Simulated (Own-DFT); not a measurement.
# Computed records: Hf₃₆O₇₁ (tetragonal hafnia with one neutral oxygen vacancy, atoms displaced)

A calculation, not a measurement: plane-wave PBE and HSE06 DFT by an unreviewed code, no spin, of a simulated cell at Gamma alone, so results move with cell size and shape, stress positive in tension, energies less offsets, not probed for a lower state with spin; hafnium file: forces about 75 meV/angstrom off all-electron values; oxygen file: force components 24 meV/angstrom off all-electron in a glass; k mesh not checked against a denser one; forces and stress are PBE's, HSE06 gives the energy alone, and its difference from PBE has offsets of its own; offsets are fitted by least squares, one for each functional and potential file, so energies compare only between cells with the same atoms and settings and are not formation energies; the far tail of each file's local potential was reset to the Coulomb form; each entry is a single point on an unrelaxed cell, so the pressure reflects the starting lattice, taken from the Materials Project, from which strain is counted, and rises with the displacements; printed positions are rounded, which can move forces by about a meV/angstrom; the program is a retired in-house code; no spin-orbit coupling. Program: Own-DFT development build.

Common to all runs: first functional PBE; second functional HSE06; exact exchange share 0.25; screening 0.11 1/bohr; exchange divergence Gygi-Baldereschi; potential files PseudoDojo norm-conserving, scalar-relativistic, made for PBE, standard set; wave cutoff 48 hartree; occupations fixed; k mesh 1 x 1 x 1 centred on Gamma.

(1) Hf₃₆O₇₁ (tetragonal hafnia with one neutral oxygen vacancy, atoms displaced)

```
Hf36O71
1.0
     10.7800     0.0000     0.0000
      0.0000    10.7800     0.0000
      0.0000     0.0000    10.4493
Hf O Hf O Hf O Hf O Hf O Hf O Hf O Hf O Hf O Hf O Hf O Hf O Hf O Hf O Hf O Hf O Hf O Hf O
2 4 2 4 2 4 2 4 2 4 2 4 2 4 2 4 2 4 2 4 2 4 2 4 2 4 2 4 2 4 2 4 2 4 2 3
Direct
  0.00098 0.00091 0.99894
  0.16317 0.16514 0.24841
  0.00025 0.17052 0.14861
  0.16623 0.00056 0.34930
  0.00391 0.16837 0.40476
  0.16847 0.00539 0.10137
  0.00148 0.00284 0.49475
  0.16628 0.16793 0.75297
  0.00055 0.16853 0.65459
  0.16649 0.00388 0.84650
  0.00183 0.16814 0.90695
  0.16483 0.00163 0.60195
  0.99699 0.33497 0.99700
  0.17381 0.49906 0.24883
  0.00236 0.50279 0.15025
  0.17036 0.33353 0.35190
  0.00067 0.49624 0.40525
  0.16924 0.33435 0.10229
  0.00339 0.32976 0.49818
  0.16940 0.49635 0.74626
  0.99394 0.49629 0.65162
  0.16801 0.33237 0.84938
  0.00145 0.50555 0.90414
  0.16478 0.33085 0.59924
  0.00338 0.66571 0.00479
  0.16637 0.83644 0.24873
  0.99482 0.83288 0.14893
  0.16521 0.66486 0.35099
  0.99624 0.83455 0.39539
  0.16599 0.66568 0.09526
  0.00370 0.66700 0.49509
  0.16700 0.83576 0.75163
  0.00281 0.82981 0.65112
  0.17078 0.65863 0.85210
  0.99663 0.82931 0.90011
  0.16033 0.66942 0.59885
  0.33416 0.00351 0.00338
  0.49909 0.16963 0.25039
  0.33288 0.16642 0.15029
  0.50533 0.99925 0.34643
  0.32761 0.16491 0.39920
  0.50017 0.99956 0.09784
  0.33597 0.99714 0.49987
  0.49960 0.16501 0.75086
  0.33226 0.16632 0.65071
  0.50182 0.00093 0.84772
  0.33822 0.16420 0.90455
  0.49884 0.99774 0.59970
  0.33285 0.33462 0.00116
  0.49681 0.50012 0.25134
  0.33678 0.49876 0.15109
  0.50040 0.33494 0.34175
  0.33028 0.50022 0.40290
  0.49820 0.33455 0.09606
  0.33263 0.33346 0.49843
  0.49921 0.49876 0.75565
  0.33460 0.50094 0.65512
  0.49995 0.33100 0.84391
  0.33373 0.49699 0.90487
  0.49736 0.33218 0.60036
  0.33107 0.66665 0.99824
  0.50545 0.82944 0.24785
  0.33312 0.83602 0.15098
  0.49766 0.66219 0.34876
  0.33805 0.83153 0.40340
  0.50045 0.66611 0.09760
  0.33455 0.66867 0.50477
  0.49869 0.83607 0.75020
  0.33197 0.83144 0.65095
  0.50054 0.66492 0.84724
  0.33469 0.83188 0.90650
  0.50043 0.66229 0.59665
  0.67090 0.99759 0.00314
  0.83279 0.16640 0.24648
  0.66479 0.17057 0.15200
  0.83365 0.99415 0.35118
  0.66753 0.16800 0.40188
  0.83817 0.99910 0.09686
  0.66403 0.99814 0.49659
  0.83410 0.16920 0.74572
  0.66055 0.16464 0.65223
  0.83443 0.99792 0.84821
  0.66776 0.16904 0.90447
  0.83301 0.00370 0.60078
  0.66683 0.33419 0.00165
  0.83355 0.50237 0.25191
  0.66830 0.50102 0.15281
  0.83227 0.33746 0.34378
  0.66214 0.50381 0.39881
  0.83362 0.33611 0.09788
  0.66386 0.33318 0.50347
  0.83390 0.50187 0.74961
  0.67065 0.50033 0.65620
  0.83682 0.33445 0.84832
  0.66197 0.49686 0.90364
  0.83159 0.33432 0.59351
  0.66887 0.66695 0.99802
  0.83301 0.83408 0.24980
  0.66566 0.83306 0.15813
  0.83492 0.66711 0.35035
  0.66583 0.83367 0.40013
  0.83691 0.66721 0.09757
  0.66960 0.66163 0.49981
  0.83640 0.83110 0.75121
  0.83303 0.66338 0.84481
  0.66446 0.82963 0.90249
  0.83423 0.67208 0.59949
```

- PBE energy of cell above offsets: -101.155 eV
- HSE06 less PBE above offsets: -0.172 eV
- PBE pressure: 0.7 GPa
- PBE stress xx: -0.26 GPa
- PBE stress yy: -0.59 GPa
- PBE stress zz: -1.26 GPa
- PBE stress yz: -0.29 GPa
- PBE stress xz: -0.16 GPa
- PBE stress xy: -0.04 GPa

Force:
```csv
element,x (eV/Å),y (eV/Å),z (eV/Å)
Hf,0.235,-0.543,-0.491
Hf,1.078,0.771,0.03
O,-0.498,-0.282,0.643
O,-0.219,-0.48,-0.078
O,-0.324,-0.612,-1.069
O,-0.762,-0.404,-0.146
Hf,-0.346,-1.17,1.244
Hf,0.361,-0.013,-0.736
O,-0.084,0.075,-0.102
O,-0.09,-0.847,0.673
O,-0.095,-0.335,-0.592
O,0.337,-0.265,-0.714
Hf,0.396,0.892,0.532
Hf,-1.138,-0.246,0.262
O,0.007,-0.168,0.713
O,-0.233,-0.129,-0.492
O,0.013,0.388,-0.289
O,-0.465,0.032,-0.365
Hf,-0.634,1.471,0.638
Hf,-1.179,0.51,0.555
O,1.281,0.066,0.121
O,-0.032,0.231,0.023
O,-0.112,-1.171,-0.243
O,0.72,0.363,0.041
Hf,-0.493,-0.213,-0.665
Hf,-0.13,-0.699,0.03
O,1.494,0.33,0.175
O,0.021,0.725,-0.681
O,0.58,0.073,0.465
O,0.872,0.276,1.069
Hf,-0.753,-0.003,0.282
Hf,-0.56,-0.808,-0.051
O,-0.247,0.515,0.14
O,0.247,1.175,-0.826
O,0.598,0.736,0.147
O,1.375,-0.523,0.187
Hf,0.446,-0.518,-0.021
Hf,-0.238,-0.685,-0.31
O,0.065,-0.082,0.434
O,-0.336,0.303,0.11
O,0.713,0.013,0.387
O,0.595,-0.012,-0.118
Hf,-0.682,0.56,0.144
Hf,-0.388,0.239,0.067
O,0.09,-0.044,0.262
O,0.029,-0.588,0.096
O,-0.353,0.598,-0.274
O,0.116,-0.537,-0.235
Hf,-0.013,-0.659,0.012
Hf,1.295,0.481,-0.6
O,-0.645,0.215,-0.029
O,-0.298,-0.417,1.054
O,0.175,0.036,0.113
O,0.327,-0.153,0.013
Hf,-0.376,-0.572,0.184
Hf,0.633,0.096,-0.411
O,-0.333,-0.009,-0.392
O,-0.082,0.1,0.476
O,0.291,0.245,-0.368
O,0.205,0.297,-0.784
Hf,0.399,-0.051,-0.021
Hf,-1.612,-0.044,0.728
O,-0.183,-0.204,0.581
O,-0.108,0.88,-0.13
O,-0.369,0.297,-0.07
O,0.117,0.302,-0.097
Hf,-0.281,-0.249,-0.374
Hf,0.856,-0.358,0.054
O,0.051,-0.027,0.261
O,-0.193,0.486,-0.074
O,-0.286,0.705,-0.565
O,0.367,0.497,0.133
Hf,-0.751,0.633,-1.039
Hf,-0.46,0.649,0.566
O,0.644,-0.451,0.179
O,0.004,1.665,-0.566
O,0.09,0.171,0.039
O,-0.876,0.328,0.535
Hf,0.474,0.138,0.602
Hf,-0.815,-0.634,0.324
O,1.05,0.382,-0.119
O,-0.024,0.591,0.122
O,0.195,-0.723,0.101
O,0.068,-0.308,-0.658
Hf,-0.186,-0.041,0.046
Hf,0.301,-0.081,-0.645
O,-0.308,0.001,0.129
O,0.067,-1.189,0.044
O,0.325,-1.203,0.625
O,0.061,-0.353,-0.135
Hf,0.283,0.156,-0.384
Hf,0.379,-0.288,0.131
O,-0.969,-0.094,-0.665
O,0.117,-0.097,-0.147
O,0.119,0.524,0.031
O,-0.058,-0.76,0.13
Hf,-0.198,-1.112,0.332
Hf,0.556,-0.8,0.529
O,0.937,0.229,-1.317
O,-0.175,0.016,-0.198
O,-0.149,-0.784,0.814
O,-1.001,0.112,0.007
Hf,-0.095,0.868,0.418
Hf,-0.218,-0.026,-0.712
O,-0.498,0.592,0.563
O,0.184,0.839,0.037
O,-0.291,0.194,-0.381
```

(2) Hf₃₆O₇₁ (tetragonal hafnia with one neutral oxygen vacancy, atoms displaced)

```
Hf36O71
1.0
     10.7800     0.0000     0.0000
      0.0000    10.7800     0.0000
      0.0000     0.0000    10.4493
Hf O Hf O Hf O Hf O Hf O Hf O Hf O Hf O Hf O Hf O Hf O Hf O Hf O Hf O Hf O Hf O Hf O Hf O
2 4 2 4 2 4 2 4 2 3 2 4 2 4 2 4 2 4 2 4 2 4 2 4 2 4 2 4 2 4 2 4 2 4 2 4
Direct
  0.00005 0.00188 0.99951
  0.16284 0.16943 0.24983
  0.00055 0.16827 0.15140
  0.16060 0.00329 0.34639
  0.00117 0.16252 0.40317
  0.16608 0.99754 0.09115
  0.00452 0.00112 0.49613
  0.16469 0.16722 0.75333
  0.99772 0.16517 0.64978
  0.16531 0.99918 0.84840
  0.00147 0.17111 0.90341
  0.16906 0.00160 0.59323
  0.99456 0.33324 0.00137
  0.16678 0.50417 0.25233
  0.00237 0.49719 0.15613
  0.16463 0.32666 0.35060
  0.99717 0.50138 0.40570
  0.16171 0.33471 0.10026
  0.00296 0.32969 0.50151
  0.16836 0.50222 0.74821
  0.00058 0.50160 0.65110
  0.16799 0.33911 0.84750
  0.00221 0.50370 0.90197
  0.16966 0.32826 0.60175
  0.00527 0.67406 0.99897
  0.16761 0.83034 0.25042
  0.00382 0.83229 0.15628
  0.15922 0.66209 0.34799
  0.16493 0.67004 0.09801
  0.00179 0.66748 0.50312
  0.16622 0.83405 0.74905
  0.00406 0.83422 0.65475
  0.16004 0.66938 0.84294
  0.00069 0.83368 0.89893
  0.16749 0.66781 0.59617
  0.33150 0.99293 0.00109
  0.50058 0.16719 0.24817
  0.33325 0.16485 0.15370
  0.50694 0.00013 0.34933
  0.33345 0.16239 0.40028
  0.49676 0.00022 0.09541
  0.33208 0.00286 0.50176
  0.49944 0.17367 0.75144
  0.33772 0.16365 0.65320
  0.50303 0.99853 0.84607
  0.33550 0.17165 0.90115
  0.49585 0.99715 0.59937
  0.33117 0.32989 0.00060
  0.49994 0.49787 0.24939
  0.33652 0.50006 0.15193
  0.50282 0.32865 0.34693
  0.33490 0.49959 0.39896
  0.49702 0.33022 0.09971
  0.33698 0.33844 0.49896
  0.49854 0.49902 0.74931
  0.33664 0.49547 0.65706
  0.49928 0.33089 0.84607
  0.33515 0.49987 0.89950
  0.49893 0.33895 0.59898
  0.33329 0.66402 0.99760
  0.50200 0.83175 0.25096
  0.32887 0.82969 0.14866
  0.50494 0.66571 0.34773
  0.33890 0.83019 0.40385
  0.49901 0.66840 0.09996
  0.33161 0.66371 0.49856
  0.49904 0.83218 0.74839
  0.33393 0.83293 0.65277
  0.49912 0.66652 0.85079
  0.33256 0.83423 0.89943
  0.50216 0.67097 0.60376
  0.66900 0.00108 0.00334
  0.83078 0.16958 0.24873
  0.66214 0.16581 0.15167
  0.83462 0.00022 0.34751
  0.66939 0.16793 0.40147
  0.83423 0.00509 0.09737
  0.66722 0.00036 0.49609
  0.83859 0.16571 0.75085
  0.66008 0.16561 0.65233
  0.83339 0.99895 0.84622
  0.66860 0.16552 0.90035
  0.83148 0.00218 0.59718
  0.67079 0.33109 0.99896
  0.83323 0.50081 0.24911
  0.66572 0.49491 0.15209
  0.82525 0.33317 0.35028
  0.66673 0.49568 0.40159
  0.83127 0.33401 0.09804
  0.67056 0.33191 0.49991
  0.83609 0.50093 0.75327
  0.66583 0.50104 0.65358
  0.83224 0.33705 0.84892
  0.66511 0.50098 0.90483
  0.83383 0.33818 0.60306
  0.66244 0.66726 0.99964
  0.83256 0.83387 0.25007
  0.66632 0.83285 0.15325
  0.83252 0.66284 0.34333
  0.66227 0.83948 0.40258
  0.83200 0.66547 0.09878
  0.66641 0.66177 0.49669
  0.83312 0.82731 0.74525
  0.66294 0.83574 0.65642
  0.83340 0.66250 0.84388
  0.66576 0.83037 0.90121
  0.83660 0.67080 0.59582
```

- PBE energy of cell above offsets: -100.812 eV
- HSE06 less PBE above offsets: -0.136 eV
- PBE pressure: 0.9 GPa
- PBE stress xx: -0.55 GPa
- PBE stress yy: -0.69 GPa
- PBE stress zz: -1.45 GPa
- PBE stress yz: -0.67 GPa
- PBE stress xz: -0.2 GPa
- PBE stress xy: 0.06 GPa

Force:
```csv
element,x (eV/Å),y (eV/Å),z (eV/Å)
Hf,0.033,-0.192,-0.364
Hf,1.096,-0.308,-0.285
O,-0.742,-0.066,-0.073
O,-0.147,-1.379,-0.328
O,-0.451,1.303,-0.319
O,-0.407,0.071,0.653
Hf,-0.778,-1.131,0.397
Hf,1.22,0.538,-0.458
O,0.8,0.208,0.295
O,-0.146,0.517,-0.364
O,-0.128,-0.643,-0.528
O,-0.765,0.079,0.714
Hf,1.175,1.327,-0.031
Hf,-0.302,-1.928,-0.907
O,-0.4,0.115,-0.004
O,0.003,1.749,0.233
O,0.197,-0.806,0.04
O,0.684,-0.203,-0.382
Hf,-0.163,0.583,0.159
Hf,-0.661,-0.468,0.527
O,0.425,-0.067,0.231
O,-0.179,-0.839,-0.003
O,-0.191,-0.341,0.489
O,-0.23,0.328,-0.583
Hf,-1.307,-1.11,-0.09
Hf,0.092,0.794,0.333
O,-0.958,0.161,0.133
O,0.307,1.277,0.402
O,0.61,-0.527,0.079
Hf,-0.266,0.19,-0.619
Hf,0.904,0.405,-0.099
O,-0.603,-0.042,-0.883
O,0.507,-0.367,0.589
O,-0.227,0.439,0.644
O,0.431,-0.379,-0.056
Hf,0.798,1.099,-0.642
Hf,-1.046,-0.628,0.332
O,-0.701,0.194,-0.122
O,-0.376,0.066,-0.758
O,0.049,1.052,0.386
O,0.521,-0.333,0.325
Hf,1.437,-0.226,0.106
Hf,0.03,-2.34,-0.235
O,-1.217,0.245,-0.012
O,-0.218,0.506,0.259
O,-0.634,-1.195,0.263
O,0.57,-0.124,-0.798
Hf,-0.104,0.282,0.275
Hf,0.6,-0.396,-0.312
O,-0.966,0.337,0.087
O,-0.422,0.938,0.391
O,-0.214,0.214,0.165
O,0.496,0.161,-0.519
Hf,-0.141,-2.027,0.317
Hf,1.122,0.241,0.742
O,-1.059,0.47,-1.377
O,0.264,1.406,0.716
O,-0.277,0.124,0.455
O,0.241,-0.066,-0.497
Hf,0.705,0.381,0.01
Hf,-0.458,0.688,0.204
O,0.843,0.305,0.431
O,0.041,-0.405,0.226
O,-0.576,-0.094,-0.455
O,-0.184,-0.086,-0.055
Hf,1.126,1.433,0.862
Hf,0.092,0.897,0.259
O,-0.912,-0.339,-0.105
O,-0.225,-0.271,0.094
O,-0.261,-0.869,0.307
O,-0.611,-0.715,-1.217
Hf,-1.204,-0.444,-1.423
Hf,-0.156,-0.46,0.494
O,1.265,-0.042,-0.319
O,0.323,-0.123,-0.418
O,0.221,-0.211,-0.167
O,0.234,-0.296,0.241
Hf,-0.957,0.528,1.446
Hf,-1.931,-0.378,-0.418
O,1.453,0.499,-0.133
O,0.383,-0.025,0.127
O,0.311,0.253,0.643
O,0.751,-0.115,-0.26
Hf,-1.501,0.484,-0.256
Hf,0.065,-0.194,-0.205
O,-0.071,0.175,0.236
O,0.787,-0.125,-0.319
O,-0.144,0.749,0.135
O,0.33,-0.389,0.422
Hf,-0.205,-0.347,0.657
Hf,-0.316,-0.471,-0.708
O,0.475,0.344,-0.175
O,0.169,-0.731,0.479
O,0.001,-0.451,-0.015
O,0.323,-0.518,-0.622
Hf,0.394,-0.022,-0.132
Hf,0.092,-0.352,0.164
O,0.155,0.264,-0.088
O,-0.076,1.242,0.648
O,0.576,-2.024,-0.291
O,0.448,0.141,-0.541
Hf,-0.285,0.663,0.643
Hf,-0.727,0.859,0.258
O,1.242,-0.249,-0.614
O,0.043,1.07,0.387
O,0.455,0.359,0.655
O,-0.691,0.121,-0.182
```
